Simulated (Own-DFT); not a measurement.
AlGa3N4 (wurtzite random alloy, strained, atoms displaced) (calculated)

All values are calculated (Own-DFT development build). A calculation, not a measurement: plane-wave PBE density functional theory by an unreviewed code, no spin, of a simulated periodic cell, stress positive in tension, free energy of the whole cell less one offset for each atom, forces on such cells passed a denser k mesh, this cell's mesh not checked; offsets are fitted by least squares, one for each functional and potential file, so energies compare only between cells with the same atoms and settings and are not formation energies; the far tail of each file's local potential was reset to the Coulomb form; each entry is a single point on an unrelaxed cell, so the pressure reflects the starting lattice, mostly measured values, from which strain is counted, and rises with the displacements; printed positions are rounded, which can move forces by about a meV/angstrom; the program is a retired in-house code; no spin-orbit coupling.

Settings shared by all entries: functional PBE; potential files PseudoDojo norm-conserving, scalar-relativistic, standard set with the stringent files for Ga; wave cutoff 96 hartree; occupations Gaussian; smearing width 0.01 eV; k mesh 4 x 4 x 3 centred on Gamma.

(1) 
```xyz
72
Lattice="9.6757 0.0000 0.0000 -4.8378 8.3794 0.0000 0.0000 0.0000 10.2685" Properties=species:S:1:pos:R:3:force_x:R:1:force_y:R:1:force_z:R:1 formula=AlGa3N4 free_energy_of_cell_above_offsets=-9.679 pressure=0.52 stress_xx=2.75 stress_yy=2.01 stress_zz=-6.33 stress_yz=-0.63 stress_xz=0.41 stress_xy=-0.82
Ga     0.0349     1.8663     0.0158     -0.981      0.428     -1.044
Ga     1.5923     0.9335     2.5932      0.273      0.107     -0.924
N     -0.1116     1.8758     1.9117      1.781      0.619      0.925
N      1.6690     0.9521     4.5191     -1.016     -0.371      0.003
Ga    -0.0806     1.8311     5.0913      1.802      0.731      1.411
Ga     1.6622     0.8924     7.6898     -1.156      0.915     -0.336
N     -0.0373     1.8923     7.0913      0.655       0.41     -0.109
N      1.5655     0.9679     9.5980      0.539     -1.259      0.652
Al    -1.6346     4.6707     0.0134      0.602      0.265     -0.566
Al    -0.0447     3.6348     2.6105      0.395      1.919     -0.879
N     -1.6614     4.6899     1.9269      1.285      0.019      0.261
N     -0.0266     3.6751     4.5007     -0.895      0.551     -0.482
Al    -1.6558     4.6351     5.1391      0.954      0.505     -0.499
Al    -0.0691     3.7178     7.7315      0.609      0.576     -0.633
N     -1.6383     4.7234     6.9856      0.403     -1.421      1.266
N      0.0441     3.7620     9.6502     -1.107       0.42      0.195
Ga    -3.2752     7.3722     0.0164      0.373      1.107     -0.303
Al    -1.6597     6.5049     2.6483      0.846       0.57     -2.048
N     -3.2684     7.4350     1.9504       1.34      0.245      0.501
N     -1.5690     6.5654     4.4794     -1.618     -1.561      0.406
Ga    -3.2424     7.4519     5.1713     -0.052     -0.193     -1.229
Ga    -1.6833     6.5326     7.7378      0.534     -0.031       -1.1
N     -3.2862     7.4745     7.0415      0.346     -0.489      0.757
N     -1.6435     6.6027     9.6040      0.029      -1.71      1.644
Ga     3.2383     1.7931    10.1543      0.013      0.946      0.376
Ga     4.9145     1.0347     2.5485     -2.103     -1.692      0.424
N      3.1840     1.9308     1.8261      0.011     -3.205      0.353
N      4.7678     1.0223     4.5900      1.141     -1.258      -1.37
Al     3.2065     1.7665     5.1120     -0.074      2.383      0.606
Ga     4.8759     1.0158     7.7230     -0.405       -2.2     -0.155
N      3.2337     1.7985     7.0276      0.195      1.738      0.329
N      4.9071     0.8463     9.6708     -0.621      2.576      -0.79
Al     1.6102     4.6416     0.0667      0.251       1.07     -0.637
Ga     3.2283     3.5835     2.5045      0.045      3.897      1.028
N      1.6878     4.7957     1.9588     -1.408      -3.49     -0.538
N      3.2454     3.7244     4.4880      -0.37     -1.341      0.757
Ga     1.5907     4.5868     5.1135      0.235      0.627     -0.215
Al     3.2534     3.7342     7.6842     -0.982      0.056      0.211
N      1.5298     4.7140     7.0726      0.898     -3.012      0.028
N      3.1765     3.7679     9.6687      0.706     -0.579      -1.38
Ga     0.0422     7.4934     0.0188     -0.139     -1.897     -1.055
Ga     1.6024     6.5390     2.5379      0.007       0.96      0.488
N     -0.0225     7.4420     1.8629     -0.942      0.335      2.713
N      1.5428     6.4989     4.4977      0.698       0.51      0.375
Ga    -0.0316     7.4499     5.1258      0.634      0.344      0.939
Ga     1.5904     6.4583     7.6363     -0.013      1.812      1.438
N     -0.0514     7.4056     7.1468      0.349      1.141     -0.933
N      1.6317     6.5250     9.6700      0.784     -0.542      0.148
Ga     6.4772     1.8682     0.0277     -0.437     -0.015     -0.245
Ga     8.0851     0.8912     2.5434     -0.856      0.343      0.535
N      6.4604     1.8078     1.9436      1.123      1.477      0.314
N      8.1403     0.8861     4.5062     -2.107      0.305     -0.596
Ga     6.4233     1.8026     5.2077      0.534      0.586     -1.751
Ga     8.1102     0.8991     7.7415      0.174      -0.13     -0.488
N      6.5154     1.7526     7.0576     -0.413      0.869      0.951
N      8.0006     0.9651     9.6143      1.511     -1.313      1.478
Ga     4.9334     4.6598    10.2098     -1.548     -0.763      1.329
Ga     6.5034     3.7547     2.6658     -1.215     -0.526     -1.124
N      4.8339     4.5911     1.9787      0.828      0.741     -0.547
N      6.5020     3.6970     4.5609      -0.32      0.292      0.709
Ga     4.7866     4.7278     5.2050      0.253     -1.319      -1.66
Ga     6.4721     3.6113     7.6617      0.561      1.155     -0.569
N      4.9027     4.6516     7.0744     -1.309     -0.694      1.115
N      6.4729     3.6908     9.5747      0.928      0.436      0.876
Al     3.2337     7.4515     0.0470     -0.523     -0.204     -0.758
Ga     4.8882     6.5610     2.6661     -1.414     -1.413     -2.463
N      3.2548     7.5017     1.9652      0.163     -1.177     -1.052
N      4.7531     6.4964     4.4678      0.954      0.785      2.509
Ga     3.1909     7.5045     5.1642     -0.395     -1.508     -0.605
Ga     4.8375     6.5120     7.7176     -0.208      0.067     -0.864
N      3.2593     7.4646     7.0645      -0.44     -0.666       0.49
N      4.8297     6.4717     9.5913     -0.695      1.146       1.41
```

Units: free_energy_of_cell_above_offsets in eV; pressure, stress_xx, stress_yy, stress_zz, stress_yz, stress_xz, stress_xy in GPa; force_x, force_y, force_z in eV/Å.

(2) 
```xyz
72
Lattice="9.6757 0.0000 0.0000 -4.8378 8.3794 0.0000 0.0000 0.0000 10.2685" Properties=species:S:1:pos:R:3:force_x:R:1:force_y:R:1:force_z:R:1 formula=AlGa3N4 free_energy_of_cell_above_offsets=-10.107 pressure=0.27 stress_xx=2 stress_yy=2.97 stress_zz=-5.79 stress_yz=0.35 stress_xz=-0.35 stress_xy=-0.03
Al    -0.0216     1.9226    10.1816      0.308     -1.157      1.226
Ga     1.6572     0.8839     2.6424     -0.471      0.515     -1.375
N     -0.0065     1.8458     1.9088       0.02      0.218     -0.798
N      1.6867     0.8481     4.5241      -0.59      1.055      1.018
Ga     0.0336     1.8972     5.0867      0.237     -1.267      0.284
Ga     1.5568     0.9549     7.6643      0.722     -0.269      0.804
N     -0.0654     1.8266     7.0707       0.88      0.835     -0.085
N      1.5911     0.9690     9.6740     -1.474     -0.769     -0.636
Al    -1.5600     4.6864     0.0383     -0.806     -0.008     -1.282
Ga    -0.1187     3.7168     2.5628      1.436     -0.075     -0.199
N     -1.6831     4.6773     1.8694      0.431      0.742      1.111
N      0.0120     3.7045     4.5332      0.062      0.799     -0.435
Ga    -1.6111     4.5559     5.1442       0.16       1.52      0.159
Ga    -0.0649     3.7471     7.7268      0.615     -0.499     -1.735
N     -1.5763     4.7359     7.1024     -1.105     -1.781     -0.644
N     -0.0589     3.7157     9.5737      0.612      0.673      2.453
Ga    -3.2043     7.3846     0.0398     -0.273      1.078     -1.183
Al    -1.6280     6.6297     2.6209     -0.061     -1.361     -0.757
N     -3.2347     7.3868     1.9035      1.199      0.602      1.654
N     -1.5846     6.5319     4.5152     -0.689     -0.922     -0.594
Ga    -3.2572     7.4412     5.2144      0.536     -0.399     -1.642
Ga    -1.6041     6.4681     7.7370      0.154      1.672     -0.234
N     -3.1794     7.4393     7.0604     -0.245      0.319      1.618
N     -1.5953     6.5159     9.6591      0.459     -0.625      0.393
Ga     3.1357     1.8216     0.0316      0.921      1.119      0.185
Al     4.9822     0.8723     2.6271     -2.496     -0.003     -1.675
N      3.2570     1.8087     2.0114      0.824     -0.559      -0.55
N      4.8105     0.8473     4.4336      1.901      0.967      1.568
Ga     3.3102     1.7846     5.2262     -0.709      0.703      -1.62
Ga     4.8814     0.9198     7.7185     -0.176       0.27     -0.744
N      3.2417     1.8739     7.1301      0.024      -0.77     -0.445
N      4.7709     0.9697     9.6168      0.984     -0.065      0.603
Al     1.5729     4.6539    10.2582       0.97     -0.226      0.334
Ga     3.2348     3.6843     2.5448     -1.134     -0.493      0.483
N      1.6030     4.6413     2.0068     -0.749      0.816     -1.308
N      3.2549     3.6880     4.4712      0.377      0.495      2.102
Ga     1.6303     4.6817     5.1608      0.192     -0.942     -1.973
Ga     3.1675     3.7330     7.5649       0.41      0.181      1.417
N      1.5882     4.6536     7.0103     -0.792      1.095      1.736
N      3.2109     3.6990     9.5270     -0.808      0.621      1.606
Ga     0.0385     7.5132    10.2409     -0.256     -0.675      0.029
Al     1.6078     6.5355     2.6445      0.466     -0.974     -2.309
N     -0.0248     7.3918     1.8994      0.877      0.722      1.692
N      1.6119     6.5535     4.4847      0.173      -1.04     -0.321
Ga     0.0313     7.3809     5.0359     -0.953      0.913      1.573
Al     1.4855     6.5430     7.6755       2.49      -1.02      0.436
N      0.0505     7.4502     7.0879     -1.101      0.239     -0.556
N      1.6699     6.5034     9.6225     -1.635     -0.757     -0.896
Ga     6.4267     1.9502    10.1723     -0.317     -1.311      1.205
Ga     8.0111     0.9588     2.4929      1.817      -1.14      0.582
N      6.4266     1.7915     1.9680     -0.386      1.181      -1.12
N      8.1154     1.0114     4.4586     -1.376     -0.749      0.511
Al     6.5184     1.8956     5.1083     -0.217     -0.602     -0.074
Ga     8.0641     0.9272     7.7445      0.005      -0.79     -1.475
N      6.5705     1.9023     7.0665     -1.781     -0.351     -0.995
N      8.0402     0.9425     9.6117      0.479      0.586      1.228
Ga     4.8343     4.6503    10.2551     -0.772     -0.216        0.6
Ga     6.4702     3.7125     2.5787     -1.139      0.222     -0.301
N      4.7543     4.6363     2.0911      2.113      0.477     -2.101
N      6.4431     3.7396     4.5210     -0.634     -0.603      0.836
Al     4.8455     4.6961     5.1953     -0.291     -0.488     -1.574
Ga     6.3608     3.6907     7.7164      1.025      0.958     -0.559
N      4.8071     4.6783     7.0911      0.357     -0.092     -0.833
N      6.4871     3.7438     9.6199      0.369      1.053      0.829
Ga     3.1527     7.4821    10.2337      1.618     -0.508        0.6
Ga     4.8502     6.5752     2.5389     -0.049     -1.395      1.106
N      3.2814     7.3618     1.9175     -2.452      1.227      0.334
N      4.8509     6.5199     4.5576      -0.56     -0.564     -0.029
Ga     3.1435     7.3791     5.2076      1.793      1.549     -2.928
Ga     4.8739     6.5495     7.6705     -0.825     -0.091      0.707
N      3.1520     7.4286     6.9852     -0.117     -0.162      3.888
N      4.8663     6.5126     9.6856     -0.577      0.294     -0.929
```

Units: free_energy_of_cell_above_offsets in eV; pressure, stress_xx, stress_yy, stress_zz, stress_yz, stress_xz, stress_xy in GPa; force_x, force_y, force_z in eV/Å.

(3) 
```xyz
72
Lattice="9.6757 0.0000 0.0000 -4.8378 8.3794 0.0000 0.0000 0.0000 10.2685" Properties=species:S:1:pos:R:3:force_x:R:1:force_y:R:1:force_z:R:1 formula=AlGa3N4 free_energy_of_cell_above_offsets=-9.694 pressure=0.4 stress_xx=2.86 stress_yy=1.87 stress_zz=-5.91 stress_yz=0.36 stress_xz=0.37 stress_xy=0.13
Ga     0.0493     1.8150     0.0185     -1.036      1.646      -1.02
Ga     1.6409     0.9126     2.6204     -1.053     -0.388     -0.586
N      0.0201     1.8402     1.8722      0.211     -0.052      1.901
N      1.5259     0.9439     4.5599      1.366      0.604      -0.12
Al    -0.0203     1.8816     5.0799     -0.836     -0.012      0.651
Ga     1.5687     0.9459     7.6651      0.382     -0.196      0.575
N      0.0317     1.8684     6.9958     -0.616     -0.182       -0.1
N      1.5570     0.9601     9.6548      1.747      -1.22     -0.204
Ga    -1.5923     4.6971    10.2659     -0.171     -0.593     -1.348
Ga    -0.0599     3.6627     2.5492      0.401       0.37      0.302
N     -1.5676     4.6844     1.8527     -1.512     -1.173       2.24
N      0.0564     3.6853     4.5154     -0.949      0.061     -0.244
Ga    -1.6327     4.7645     5.0521     -0.227     -3.641      1.355
Ga     0.0535     3.6174     7.6983     -0.547      2.222     -0.393
N     -1.7248     4.7413     6.9873      1.195     -1.238       0.63
N      0.0129     3.8179     9.6004      0.899      -0.82      1.113
Al    -3.2234     7.4969     0.0083     -0.197     -0.388     -0.777
Ga    -1.6101     6.4696     2.5407      0.157      0.671     -0.979
N     -3.2740     7.3971     1.9029     -0.133      0.186      0.443
N     -1.5954     6.4441     4.4196     -0.482      2.879      0.494
Ga    -3.2131     7.4628     5.0501      0.106     -0.278      1.586
Ga    -1.6508     6.5180     7.6933     -0.381     -0.218     -0.164
N     -3.2458     7.4953     7.1435     -0.435     -0.934     -1.276
N     -1.6914     6.4922     9.5946     -0.078      1.317       1.38
Ga     3.2410     1.8708    10.2464       0.05     -0.804      0.118
Al     4.8488     0.9225     2.6161      0.569     -0.268     -0.366
N      3.1682     1.8074     1.9924      2.033      0.241     -0.192
N      4.9286     0.9074     4.5916     -2.616      0.595     -1.105
Al     3.1937     1.9002     5.2134      0.711     -0.214     -0.775
Ga     4.8351     0.8706     7.6308       0.15      0.403      1.123
N      3.2041     1.7877     7.1030      0.338      1.413     -0.654
N      4.8747     0.8667     9.6852      -0.58      0.828     -0.903
Al     1.6598     4.6743     0.1421     -0.686      0.104     -3.006
Ga     3.2380     3.6947     2.5698     -0.513     -0.003     -0.376
N      1.5390     4.5897     1.9558      1.419      0.777      0.397
N      3.2631     3.7776     4.4799     -0.828     -1.364      0.723
Ga     1.6256     4.6452     5.1537     -0.175      0.443     -0.895
Ga     3.2519     3.8132     7.7691      0.061     -0.697      -1.75
N      1.6440     4.6913     7.0452     -0.194     -0.812      0.536
N      3.2449     3.6893     9.6234     -0.705      1.106      1.986
Ga    -0.0746     7.4288     0.0384      1.096     -0.536     -1.062
Ga     1.6588     6.5358     2.5948     -0.838     -0.211     -0.365
N      0.0020     7.3895     1.9359     -0.163      1.277      1.022
N      1.5395     6.5707     4.5221      1.719     -0.922      0.142
Ga     0.0047     7.4577     5.1722      -0.59     -0.083     -0.458
Ga     1.6459     6.5298     7.6245      -0.06      0.142      0.903
N     -0.0737     7.3869     7.0876      1.234      0.449     -0.131
N      1.7002     6.5020     9.5863     -0.301     -0.354      1.599
Ga     6.4748     1.9115    10.1698     -0.178     -0.827      1.436
Ga     8.0790     0.9856     2.5099     -0.218     -0.087      1.302
N      6.4935     1.7836     1.9259     -2.002      1.972       0.17
N      7.9919     1.0228     4.6064      2.773      -1.31     -1.574
Ga     6.4738     1.8531     5.2166     -0.694       0.22      -0.19
Ga     8.0780     0.9947     7.7716      0.608     -0.997     -1.317
N      6.5072     1.8701     7.1151     -0.955     -0.244      0.901
N      8.1155     0.9422     9.6464     -0.419     -0.623      0.829
Ga     4.8197     4.7181     0.0073      0.068     -0.033     -1.058
Al     6.4028     3.7997     2.6003      0.947     -1.844     -0.399
N      4.8556     4.6554     1.8905     -0.271       0.86      1.872
N      6.3607     3.5905     4.5464      0.471       3.21     -1.952
Ga     4.7756     4.7815     5.0568      1.231     -2.125      1.634
Ga     6.4557     3.7199     7.7324     -0.148      0.685     -0.602
N      4.8666     4.6583     7.0500     -0.456      1.136      0.647
N      6.4026     3.7774     9.7099      0.667     -0.161     -0.825
Al     3.2182     7.4405     0.0258     -0.072      0.502     -1.542
Al     4.8138     6.5220     2.5686     -0.228      0.445     -0.755
N      3.1853     7.5492     1.8854      1.406     -2.112      0.698
N      4.8262     6.5565     4.4978      0.081       0.66     -1.578
Ga     3.2505     7.4741     5.1804     -0.802      0.826     -0.386
Al     4.9049     6.5334     7.8074     -0.568     -0.179     -3.364
N      3.2993     7.4690     7.0832      0.146     -0.245      0.765
N      4.8592     6.5927     9.5600     -0.326      0.138      3.316
```

Units: free_energy_of_cell_above_offsets in eV; pressure, stress_xx, stress_yy, stress_zz, stress_yz, stress_xz, stress_xy in GPa; force_x, force_y, force_z in eV/Å.
